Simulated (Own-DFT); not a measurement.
## Calculated data, GaP (zincblende, atoms displaced)

All values are calculated (Own-DFT development build). A calculation, not a measurement: plane-wave PBE density functional theory by an unreviewed code, no spin, of a simulated periodic cell, stress positive in tension, free energy of the whole cell less one offset for each atom, forces on such cells passed a denser k mesh, this cell's mesh not checked; offsets are fitted by least squares, one for each functional and potential file, so energies compare only between cells with the same atoms and settings and are not formation energies; the far tail of each file's local potential was reset to the Coulomb form; each entry is a single point on an unrelaxed cell, so the pressure reflects the starting lattice, mostly measured values (interpolated for alloys), from which strain is counted, and rises with the displacements; printed positions are rounded, which can move forces by about a meV/angstrom; the program, named Own-DFT, is a retired in-house code; no spin-orbit coupling.

Settings shared by all entries: functional PBE; potential files PseudoDojo norm-conserving, scalar-relativistic, standard set; wave cutoff 42 hartree; occupations Fermi-Dirac; smearing width 0.1 eV; hardware one NVIDIA H100; k mesh 3 x 3 x 3 centred on Gamma.

(1) 
```xyz
64
Lattice="10.9010 0.0000 0.0000 0.0000 10.9010 0.0000 0.0000 0.0000 10.9010" Properties=species:S:1:pos:R:3:force_x:R:1:force_y:R:1:force_z:R:1 formula=GaP free_energy_of_cell_above_offsets=-33.454 pressure=3.2 stress_xx=-3.06 stress_yy=-3.28 stress_zz=-3.27 stress_yz=-0.52 stress_xz=0.35 stress_xy=0.17 wall_time=532.6
Ga     0.0687    10.8409    10.8718     -1.364       0.36      0.587
Ga    10.8687     2.6169     2.6646      0.654      0.373      0.585
Ga     2.8140    10.8424     2.7809      -0.66      0.809      0.098
Ga     2.7705     2.7149    10.8430     -1.109      0.432       0.62
P      1.3858     1.2599     1.3784      0.445      0.581     -0.161
P      1.3292     4.1533     4.0778      0.056     -0.854     -0.354
P      4.0621     1.3155     4.1850      0.265      0.906     -0.696
P      4.0417     4.1211     1.3567      1.181     -0.864     -0.273
Ga    10.8385     0.0179     5.4043      0.669      0.313      0.342
Ga     0.0771     2.6989     8.1720     -1.471      0.373      0.069
Ga     2.7501     0.0392     8.1463     -0.181      0.036       0.82
Ga     2.6489     2.7387     5.4425      0.647      0.563      0.253
P      1.3709     1.4115     6.8581     -0.041     -0.882     -0.965
P      1.2636     4.1053     9.5162      1.339     -0.353      0.485
P      4.1321     1.4216     9.5779      0.242     -0.623     -1.021
P      4.1913     4.0858     6.9145     -1.363      0.222     -1.219
Ga     0.0057     5.4396     0.0037     -0.435     -0.819       0.57
Ga     0.0750     8.1824     2.7960     -0.366     -0.201     -0.829
Ga     2.7753     5.4192     2.6940     -0.278      0.671      0.963
Ga     2.7075     8.1087     0.0482     -0.218       0.32     -0.788
P      1.3443     6.7023     1.3554      0.291      0.995      0.561
P      1.3865     9.5745     4.0805      0.171     -0.497      0.918
P      4.1712     6.8250     4.1230     -0.625     -0.272     -0.439
P      4.0152     9.6002     1.3426      0.825      -1.38      -0.07
Ga    10.8418     5.3887     5.4827      0.692      1.337     -0.774
Ga    10.8395     8.1714     8.1519       0.23      0.519     -0.364
Ga     2.7328     5.4511     8.2406     -0.034     -0.621     -0.295
Ga     2.7535     8.1252     5.5276      -0.41       0.03     -0.292
P      1.3595     6.7559     6.9064     -0.293      0.305     -1.009
P      1.2885     9.5584     9.4814      1.179     -0.676     -0.013
P      4.0919     6.8251     9.4439      0.427       0.03      1.663
P      4.0748     9.5183     6.8925      0.013      0.304     -0.487
Ga     5.4058    10.8740    10.8964       0.57      0.144     -0.016
Ga     5.5378     2.7033     2.7165     -1.277     -0.273     -0.061
Ga     8.2425    10.8392     2.8452     -1.117      0.044      0.109
Ga     8.0864     2.7255    10.8640      0.497      -0.27      0.596
P      6.8218     1.2729     1.4218      0.211      0.009     -0.477
P      6.8079     4.0468     4.0688      0.781      0.324     -0.025
P      9.4827     1.4155     4.1260      0.418     -0.286     -0.156
P      9.5280     4.0172     1.4315     -0.287      0.495     -1.198
Ga     5.4006     0.0070     5.5205     -0.014     -0.297      0.145
Ga     5.5210     2.7512     8.1484      0.005     -0.889      0.288
Ga     8.1911     0.0483     8.1931     -0.167     -0.243      0.297
Ga     8.1196     2.6755     5.5021      0.527      1.039     -0.453
P      6.8747     1.3203     6.7934     -1.079      0.002        0.6
P      6.8081     4.0843     9.4968      0.387      0.755      0.296
P      9.4994     1.3756     9.5254      0.752      0.181      0.522
P      9.5409     4.1281     6.7541     -0.618     -1.449      0.917
Ga     5.5423     5.4720     0.0705     -1.277     -0.435     -1.158
Ga     5.4992     8.2259     2.7363     -1.141     -0.457     -0.782
Ga     8.2015     5.4848     2.6846     -0.162     -0.354      0.295
Ga     8.0691     8.1659     0.0143       1.63      0.076     -0.464
P      6.8036     6.8364     1.3361      0.094     -0.047      0.949
P      6.6600     9.4758     4.1654      1.491       1.18       0.05
P      9.5286     6.8453     4.0387        0.1     -0.157      0.914
P      9.4709     9.5098     1.4615      0.915     -0.328     -0.993
Ga     5.4978     5.3637     5.4108     -0.295      0.545      0.579
Ga     5.4595     8.1812     8.1572      0.029      0.023      0.235
Ga     8.1723     5.4823     8.0726      0.325      0.071      0.888
Ga     8.1277     8.1778     5.4497      0.472      0.229     -0.048
P      6.7896     6.8599     6.8045      0.067     -0.649     -0.295
P      6.8345     9.5155     9.5015     -0.431      0.472      0.166
P      9.6792     6.7598     9.5342     -2.183      0.577       0.03
P      9.4805     9.6636     6.8033      0.298     -1.466     -0.235
```

Units: free_energy_of_cell_above_offsets in eV; pressure, stress_xx, stress_yy, stress_zz, stress_yz, stress_xz, stress_xy in GPa; wall_time in s; force_x, force_y, force_z in eV/Å.

(2) 
```xyz
64
Lattice="10.9010 0.0000 0.0000 0.0000 10.9010 0.0000 0.0000 0.0000 10.9010" Properties=species:S:1:pos:R:3:force_x:R:1:force_y:R:1:force_z:R:1 formula=GaP free_energy_of_cell_above_offsets=-33.053 pressure=3.34 stress_xx=-3.45 stress_yy=-3.41 stress_zz=-3.17 stress_yz=-0.12 stress_xz=0.42 stress_xy=-0.04 wall_time=535.3
Ga     0.0558    10.8805     0.0269     -0.474      0.053      -0.45
Ga    10.8789     2.6992     2.6684      0.162     -0.391       0.84
Ga     2.7824    10.8983     2.7372     -0.244     -0.047     -0.351
Ga     2.7002     2.6563    10.8909     -0.083      1.159     -0.093
P      1.3666     1.3622     1.3117      0.082     -0.335      0.904
P      1.3410     4.0600     4.1170     -0.846     -0.273       -0.1
P      4.1051     1.3808     4.0695      0.121     -0.023       0.37
P      4.0573     4.0327     1.3719     -0.382      0.642     -0.042
Ga    10.8633     0.0172     5.4046      0.482     -0.788      1.317
Ga    10.7997     2.7024     8.1348      1.292      0.488      0.033
Ga     2.7546     0.0542     8.1425     -0.433     -0.212      0.514
Ga     2.6505     2.7168     5.4623      0.904      -0.08     -0.725
P      1.3682     1.4241     6.7691     -0.772     -1.018      0.678
P      1.3449     4.0981     9.5273     -0.215     -0.356      0.053
P      4.0937     1.4387     9.5595      0.292     -0.766     -0.578
P      4.0760     4.0168     6.7588      0.026      0.318      0.511
Ga    10.8403     5.4509     0.0363      0.261     -0.163     -0.982
Ga     0.0681     8.1737     2.7873     -0.952     -0.618     -0.488
Ga     2.6071     5.4127     2.8254      0.954      0.462     -1.103
Ga     2.7475     8.1619    10.8779     -0.515      0.261      0.578
P      1.3071     6.7642     1.2945      0.743      0.598      1.168
P      1.3333     9.5511     4.0893      0.844      0.125      0.234
P      4.1306     6.8126     4.0418     -1.231     -0.522      0.743
P      4.1421     9.6039     1.2346     -0.919     -1.551       1.82
Ga    10.8662     5.3862     5.5005      -0.07      0.473     -0.634
Ga     0.0109     8.2078     8.1070      0.132     -0.345     -0.024
Ga     2.7749     5.4097     8.1607     -0.243      0.324       0.13
Ga     2.7171     8.1419     5.4693      0.197      0.212     -0.256
P      1.3493     6.7442     6.7559      0.339      0.367      0.645
P      1.3306     9.4670     9.5801      0.496       0.82     -0.866
P      4.0671     6.8717     9.5843      0.791     -0.763      -0.91
P      4.0753     9.5601     6.8211      0.495     -0.226     -0.093
Ga     5.4162     0.0262     0.0262      1.151      0.636     -1.174
Ga     5.4678     2.7211     2.6572     -0.613      0.168      0.578
Ga     8.0917     0.0740     2.6496      0.868     -0.799      1.246
Ga     8.2584     2.7835     0.0021     -0.845     -0.719     -0.777
P      6.8124     1.4104     1.3787      0.118      0.091     -1.311
P      6.7964     4.0577     4.0244       0.09     -0.037      0.794
P      9.5243     1.3597     4.2447      0.302     -0.314     -3.068
P      9.5436     4.0687     1.3570       0.13      0.326      0.254
Ga     5.5339    10.8454     5.3897     -0.891      0.836      0.821
Ga     5.4714     2.7726     8.1924      -0.12     -0.983     -0.949
Ga     8.1388     0.0150     8.2653      0.336      0.122     -0.832
Ga     8.2098     2.6706     5.3809     -0.857      1.597      0.848
P      6.9249     1.3586     6.7639     -1.244       -0.1      0.651
P      6.7749     4.0707     9.4842      0.891       0.83      0.969
P      9.5828     1.3637     9.4819     -0.399     -0.461      1.267
P      9.5426     4.0715     6.8081     -0.912     -0.094     -0.161
Ga     5.4294     5.4551     0.0179      0.215      0.209      0.455
Ga     5.4581     8.0260     2.6961     -1.035      2.392      0.459
Ga     8.2030     5.3680     2.7228     -0.155      0.631      0.446
Ga     8.2116     8.2335    10.8346      0.186     -0.413      0.802
P      6.8522     6.8788     1.5432      1.329      -1.53     -2.945
P      6.7489     9.5074     4.0660       0.65      -0.18     -1.014
P      9.4496     6.7965     4.1650      1.116     -0.328     -0.717
P      9.5782     9.6005     1.4023     -0.436     -0.383     -0.068
Ga     5.3995     5.4130     5.4745      0.807      0.476      -0.16
Ga     5.5340     8.2563     8.2572     -1.991     -1.345      -1.43
Ga     8.1588     5.4513     8.1217      0.193      0.164        0.4
Ga     8.1469     8.2157     5.4070     -0.287     -0.016      0.475
P      6.8208     6.8906     6.8625     -0.488     -0.663      -0.72
P      6.8055     9.4951     9.4601      0.636      1.784      2.221
P      9.5957     6.8270     9.4886     -0.683     -0.296      0.216
P      9.4473     9.5209     6.8507      0.707      0.575     -0.422
```

Units: free_energy_of_cell_above_offsets in eV; pressure, stress_xx, stress_yy, stress_zz, stress_yz, stress_xz, stress_xy in GPa; wall_time in s; force_x, force_y, force_z in eV/Å.

(3) 
```xyz
64
Lattice="10.9010 0.0000 0.0000 0.0000 10.9010 0.0000 0.0000 0.0000 10.9010" Properties=species:S:1:pos:R:3:force_x:R:1:force_y:R:1:force_z:R:1 formula=GaP free_energy_of_cell_above_offsets=-34.115 pressure=3.05 stress_xx=-3.09 stress_yy=-3 stress_zz=-3.06 stress_yz=-0.56 stress_xz=-0.34 stress_xy=0.55 wall_time=526.6
Ga     0.1252     0.0340     0.0059     -2.001     -1.362     -0.769
Ga     0.0220     2.7749     2.6722     -0.007     -0.702      0.481
Ga     2.7105     0.0250     2.7212     -0.686       0.59       1.43
Ga     2.6310     2.7650    10.8271      1.012     -1.307      1.074
P      1.3283     1.2796     1.3297      0.971      1.822      0.938
P      1.3605     4.0399     4.1747      0.013      0.467     -0.985
P      4.1069     1.3681     4.1535     -0.094     -0.362     -1.142
P      4.0596     4.0176     1.3337     -0.243      0.433      0.256
Ga     0.0297    10.8336     5.4254     -0.204      0.856      0.573
Ga    10.8878     2.7913     8.2152     -0.317     -0.634     -0.248
Ga     2.6976     0.0489     8.2073     -0.126     -0.864     -0.299
Ga     2.7860     2.7063     5.4076     -0.485     -0.055      0.841
P      1.3993     1.3684     6.8187     -0.695      0.297     -0.204
P      1.3805     4.0898     9.5855     -0.676       0.96     -1.178
P      4.0421     1.3191     9.5492      0.245      0.981     -0.023
P      4.0811     4.0408     6.8236     -0.214      0.836      0.156
Ga     0.0259     5.4684    10.8826      -0.47     -0.258      0.326
Ga     0.0293     8.1991     2.7260     -0.326     -0.204     -0.062
Ga     2.7137     5.4743     2.7033     -0.209     -0.533      0.017
Ga     2.6739     8.2295     0.0743      0.537     -0.031     -0.454
P      1.3179     6.8268     1.3379       0.34     -0.141      0.517
P      1.3390     9.4829     4.1450      0.494      0.529     -0.979
P      4.0651     6.8136     4.0460     -0.016     -0.007      0.787
P      4.0275     9.6667     1.4757      0.946     -1.616      -1.34
Ga    10.8618     5.3994     5.4786     -0.109       0.49     -0.248
Ga    10.8527     8.1244     8.1246      0.002      0.221       0.31
Ga     2.7219     5.5266     8.1794     -0.177     -1.151     -0.412
Ga     2.6724     8.1956     5.4747      0.325      -0.89     -0.233
P      1.3482     6.7752     6.8111     -0.303      0.065     -0.195
P      1.3261     9.4861     9.5076      0.173      0.327     -0.004
P      4.0211     6.7566     9.5345      1.025      1.004      1.132
P      3.9903     9.4607     6.8321      0.942      0.816      0.281
Ga     5.3891    10.8978    10.8803      0.521      0.089      0.444
Ga     5.4343     2.7146     2.7192     -0.014     -0.021      0.251
Ga     8.2378    10.8368     2.8194     -0.602      0.461     -0.639
Ga     8.1474     2.7787     0.0482     -0.199     -0.824     -0.304
P      6.7919     1.3732     1.3855      0.345       -0.6      0.061
P      6.7432     4.1118     4.1511      0.849     -0.834     -0.971
P      9.5727     1.3360     4.0825      0.133      0.719      0.323
P      9.5152     4.0632     1.3519      0.521      0.667      0.052
Ga     5.4169    10.8671     5.4359      0.163     -0.663      0.426
Ga     5.4360     2.8097     8.2516      0.264     -0.748      -0.04
Ga     8.1725    10.8795     8.1962      0.066      0.556     -0.553
Ga     8.1832     2.7517     5.4698      -0.17     -0.461      0.019
P      6.7514     1.3518     6.8012      0.391      0.247      0.523
P      6.8146     4.1713     9.6315      0.323     -0.509     -0.926
P      9.4892     1.3476     9.5918      0.517      0.323     -0.139
P      9.4413     4.1885     6.8886      1.235     -1.541      -0.83
Ga     5.4778     5.4314     0.0633     -0.852      0.526      0.119
Ga     5.4130     8.1713     2.7147      0.067      0.384       0.18
Ga     8.1553     5.3722     2.7325       0.13      0.544      0.434
Ga     8.1080     8.1276    10.8619      0.103      0.685      0.871
P      6.8024     6.8123     1.4301      -0.08     -0.105     -0.495
P      6.8438     9.4776     4.0885     -0.613      0.179      0.322
P      9.5625     6.8398     4.0485       -0.1     -0.829      0.267
P      9.5186     9.5057     1.4253      0.277      0.226     -1.126
Ga     5.4558     5.4052     5.4497     -0.799       0.77       0.46
Ga     5.4606     8.1329     8.1861     -0.337     -0.124      -0.21
Ga     8.2008     5.4702     8.1722     -0.816      0.756      1.296
Ga     8.1816     8.1163     5.4626       0.19      0.255     -0.188
P      6.8509     6.7645     6.7954     -0.619      0.257      0.255
P      6.8122     9.5535     9.5013     -0.537     -0.395      0.536
P      9.5269     6.8353     9.6173      0.143     -0.369     -0.964
P      9.5308     9.5418     6.7902     -0.163       -0.2        0.2
```

Units: free_energy_of_cell_above_offsets in eV; pressure, stress_xx, stress_yy, stress_zz, stress_yz, stress_xz, stress_xy in GPa; wall_time in s; force_x, force_y, force_z in eV/Å.

(4) 
```xyz
64
Lattice="10.9010 0.0000 0.0000 0.0000 10.9010 0.0000 0.0000 0.0000 10.9010" Properties=species:S:1:pos:R:3:force_x:R:1:force_y:R:1:force_z:R:1 formula=GaP free_energy_of_cell_above_offsets=-33.559 pressure=3.17 stress_xx=-3.15 stress_yy=-3.23 stress_zz=-3.13 stress_yz=0.44 stress_xz=-0.24 stress_xy=0.33 wall_time=562.2
Ga     0.0525    10.8959    10.8613      -0.85      0.499      0.836
Ga     0.0075     2.7018     2.6880       0.26      0.697     -0.136
Ga     2.7466    10.8938     2.7756      0.131     -0.315      0.012
Ga     2.7510     2.6966     0.0572     -0.935     -0.465     -0.953
P      1.3930     1.3286     1.4091      -0.01     -0.031     -0.375
P      1.4121     4.1226     4.0529     -0.544     -1.007      0.508
P      4.1554     1.3161     4.1577     -0.483       1.06     -1.299
P      4.0192     4.0473     1.2674      1.229      1.052      1.622
Ga     0.0625     0.0460     5.4756     -0.947      0.165      0.018
Ga     0.0823     2.6454     8.1693     -0.434      0.924     -0.066
Ga     2.7748    10.7662     8.1813     -0.067      1.459      0.335
Ga     2.7573     2.6966     5.4201     -0.132      0.434      0.267
P      1.4374     1.3662     6.8339      0.198     -0.617     -0.143
P      1.4174     4.0640     9.4978     -0.132      0.188      0.292
P      4.1252     1.3731     9.5734     -0.566     -0.807     -0.229
P      4.0047     4.0753     6.9094      1.035     -0.215     -1.305
Ga     0.0008     5.4396    10.8608      0.058     -0.489     -0.222
Ga    10.8733     8.1339     2.7369      0.248      0.826     -0.209
Ga     2.7659     5.4457     2.8321      0.225      0.509     -1.382
Ga     2.6653     8.1432     0.0331     -0.016     -0.004     -0.237
P      1.2890     6.7770     1.3545      0.841     -0.041      0.638
P      1.3485     9.5713     4.1652      0.218     -0.734     -0.803
P      4.1605     6.8380     4.1354     -1.291      0.311     -0.452
P      4.0597     9.4987     1.3453      0.033      0.802     -0.048
Ga    10.8960     5.4195     5.4082      0.329      0.277      -0.03
Ga     0.0694     8.2287     8.1574     -0.502      -0.52      0.511
Ga     2.7414     5.5155     8.1271      0.022     -0.183      1.259
Ga     2.6936     8.1434     5.4752     -0.201     -0.138     -0.484
P      1.3689     6.7915     6.8289     -0.532      0.159     -0.432
P      1.3439     9.6113     9.5455      0.687     -1.146     -0.114
P      4.1260     6.8286     9.5897     -0.605      0.473     -0.867
P      4.0205     9.4764     6.7976      1.013      0.346     -0.324
Ga     5.5164     0.0240    10.8662     -0.259     -0.353      0.469
Ga     5.5021     2.7630     2.7090     -0.317     -0.066     -0.145
Ga     8.0901    10.8875     2.7355        0.8      0.201     -0.296
Ga     8.1804     2.6722    10.8390      0.692      0.323      0.302
P      6.8643     1.3976     1.3237     -0.605     -0.422      0.315
P      6.9478     4.0618     4.0230     -0.913      0.393      0.871
P      9.5603     1.3966     3.9915     -0.468     -0.689      1.369
P      9.5734     4.0431     1.2927     -0.364      0.404      0.344
Ga     5.4149    10.8948     5.4237      1.029     -0.674      0.961
Ga     5.4121     2.6561     8.1828      0.663      1.168      0.389
Ga     8.1920     0.0357     8.1418      0.065     -0.821      0.876
Ga     8.2134     2.6956     5.5687     -0.054     -0.154     -1.678
P      6.8611     1.3837     6.8775     -1.039     -0.544     -0.739
P      6.9573     4.1184     9.5695      -1.79     -0.351     -0.292
P      9.5668     1.3559     9.5000      0.157     -0.196      0.148
P      9.5701     4.0676     6.7146      0.466      0.147      1.474
Ga     5.4380     5.4898    10.8999      0.457     -0.824      0.018
Ga     5.3647     8.1928     2.7267      0.547     -0.129     -0.318
Ga     8.1738     5.5434     2.6573      0.701     -0.843      0.169
Ga     8.1043     8.2436    10.8973      1.187     -1.322      0.884
P      6.7598     6.8186     1.3932      -0.04      0.551     -0.339
P      6.7847     9.4901     4.0479      0.006      0.253       0.76
P      9.5647     6.8287     4.0945     -0.575     -0.064      0.244
P      9.5171     9.5554     1.3472      0.151      0.051      0.236
Ga     5.3781     5.4741     5.4083       1.16     -1.515       0.78
Ga     5.4503     8.2109     8.0983      0.093     -0.418          1
Ga     8.1488     5.4083     8.1138      1.373      0.295      0.536
Ga     8.2190     8.2388     5.5036     -0.815     -1.114     -0.375
P      6.7621     6.7214     6.8861      0.176      0.967     -1.259
P      6.8415     9.4708     9.5947     -0.867      1.403     -1.768
P      9.5812     6.8654     9.5864     -0.574     -0.114     -0.873
P      9.5222     9.5064     6.8530      0.678      0.986      -0.25
```

Units: free_energy_of_cell_above_offsets in eV; pressure, stress_xx, stress_yy, stress_zz, stress_yz, stress_xz, stress_xy in GPa; wall_time in s; force_x, force_y, force_z in eV/Å.
